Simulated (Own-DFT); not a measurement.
# Response to strain: wurtzite AlN, 128 atoms (Al64N64)

All numbers below are calculated, not measured. The program, named Own-DFT, is a retired in-house plane-wave density functional code that no person has reviewed. Each row is one single-point run on a periodic cell that was not relaxed, without spin or spin-orbit coupling.

Settings of every run: PBE; PseudoDojo norm-conserving scalar-relativistic files; cutoff 42 hartree; 3 x 3 x 3 k mesh centred on Gamma; Gaussian smearing of 0.01 eV.

Known limits: k mesh not checked against a denser one; stress not checked against mesh or cutoff.

Unstrained cell vectors in Å: (12.448, 0.000, 0.000); (-6.224, 10.780, 0.000); (0.000, 0.000, 9.964). The unstrained cell has measured lattice constants (interpolated for alloys), not those of this functional. That, the random moves and any unrelaxed bonds set the pressure at no strain. Each run strains this cell uniformly, with the atoms carried along. Every atom was also moved at random, by a Gaussian of width 0.05 Å on each axis. Strain is the symmetric tensor, in per cent. Stress is positive in tension, and the pressure is minus a third of its trace.

| run | e_xx (%) | e_yy (%) | e_zz (%) | e_yz (%) | e_xz (%) | e_xy (%) | s_xx (GPa) | s_yy (GPa) | s_zz (GPa) | s_yz (GPa) | s_xz (GPa) | s_xy (GPa) | P (GPa) | E (meV/atom) |
|---|---|---|---|---|---|---|---|---|---|---|---|---|---|---|
| 1 | -0.08 | 1.20 | 1.51 | -1.25 | -0.16 | 1.41 | -3.77 | -0.41 | 2.16 | -3.06 | -0.86 | 5.51 | 0.67 | 13.4 |
| 2 | -1.97 | 0.33 | 1.93 | 1.94 | -0.25 | -1.73 | -14.60 | -5.74 | 1.74 | 5.08 | -1.86 | -5.50 | 6.20 | 38.8 |
| 3 | -0.37 | 0.80 | 0.85 | -0.59 | -0.23 | -0.04 | -5.53 | -1.06 | -1.73 | -1.04 | -0.93 | 0.41 | 2.78 | 0.0 |
| 4 | 1.96 | -0.10 | 1.91 | 0.49 | -1.76 | 1.23 | 4.43 | -3.64 | 3.32 | 1.16 | -3.93 | 3.22 | -1.37 | 22.3 |
| 5 | -0.50 | -0.70 | -0.74 | -1.56 | -0.47 | -1.34 | -9.84 | -11.08 | -9.98 | -4.26 | -1.69 | -4.51 | 10.30 | 31.6 |
| 6 | 1.92 | -0.13 | -0.23 | -0.88 | -1.68 | 0.30 | 2.28 | -3.71 | -5.96 | -2.12 | -4.26 | 1.05 | 2.46 | 14.9 |
| 7 | 0.98 | 0.10 | 0.90 | -0.75 | -0.42 | -0.75 | -0.62 | -5.08 | 0.61 | -2.13 | -0.98 | -2.39 | 1.70 | 13.5 |
| 8 | 0.55 | 1.82 | 1.65 | 1.85 | 0.16 | -0.39 | -0.11 | 3.88 | 2.62 | 4.47 | 0.46 | -2.18 | -2.13 | 11.4 |
| 9 | -0.19 | -1.17 | 1.14 | -1.55 | -0.06 | -1.39 | -7.27 | -9.87 | -2.72 | -4.23 | -0.03 | -4.77 | 6.62 | 23.9 |
| 10 | 0.10 | 0.84 | 0.01 | 1.01 | 0.45 | 0.86 | -4.89 | -1.41 | -5.32 | 2.45 | 1.09 | 3.69 | 3.87 | 15.9 |
| 11 | -0.60 | -1.46 | -1.93 | -1.94 | -0.31 | 2.00 | -12.27 | -15.25 | -17.24 | -4.53 | -0.83 | 7.06 | 14.92 | 52.7 |
| 12 | 0.59 | -1.32 | 0.52 | -0.75 | -1.13 | 0.46 | -4.33 | -11.43 | -3.19 | -1.64 | -3.37 | 1.71 | 6.32 | 18.8 |
| 13 | -0.59 | 0.80 | 0.84 | 0.30 | -1.89 | -1.52 | -5.55 | -3.54 | -2.54 | 0.35 | -4.39 | -4.05 | 3.88 | 26.8 |
| 14 | -1.91 | 1.86 | 0.32 | -0.43 | -1.65 | -1.06 | -13.55 | 0.89 | -3.85 | -1.24 | -4.50 | -3.81 | 5.50 | 27.4 |
| 15 | -0.04 | 1.27 | -1.80 | 1.37 | 1.93 | -0.04 | -5.17 | -1.82 | -13.94 | 3.61 | 4.75 | 0.56 | 6.98 | 29.8 |
| 16 | -1.23 | 0.55 | 0.67 | 0.33 | 1.80 | -0.76 | ? | ? | ? | ? | ? | ? | ? | ? |

E is the free energy for each atom above the lowest run shown.

## Worked fit

Each stress component was fitted by least squares to a constant and the strains of the runs shown, as fractions, with shears doubled. Shear strains stay in the fit of a normal stress only where such slopes are resolved. The slopes, in GPa:

| stress | at no strain | per e_xx | per e_yy | per e_zz | scatter |
|---|---|---|---|---|---|
| s_xx | -6.0 | 485 ± 18 | 128 ± 20 | 64 ± 17 | 0.75 |
| s_yy | -6.2 | 112 ± 21 | 462 ± 23 | 66 ± 20 | 0.87 |
| s_zz | -6.1 | 68 ± 20 | 75 ± 22 | 467 ± 19 | 0.83 |

Each shear stress against twice its own strain: yz 128 ± 4, xz 122 ± 7, xy 170 ± 9 GPa. These are stiffnesses along x, y and z of the frame in which the cell vectors are given, which need not be the crystal's axes. The atoms are held to the strained lattice; where symmetry lets them move under strain, relaxing them would lower some slopes. The table should be nearly symmetric about its diagonal, and what it lacks of that shows the noise. A ninth of its sum, 214 ± 5 GPa, estimates the bulk modulus near the mean pressure of these runs, 4.6 GPa, so it lies above the value at zero pressure.

## Withheld run

Question: what normal stresses and pressure should run 16 give?

The fit gives s_xx = -10.8, s_yy = -4.6, s_zz = -3.4 and P = 6.2 GPa. The calculation gave -8.74, -5.84, -2.16 and P = 5.58 GPa.
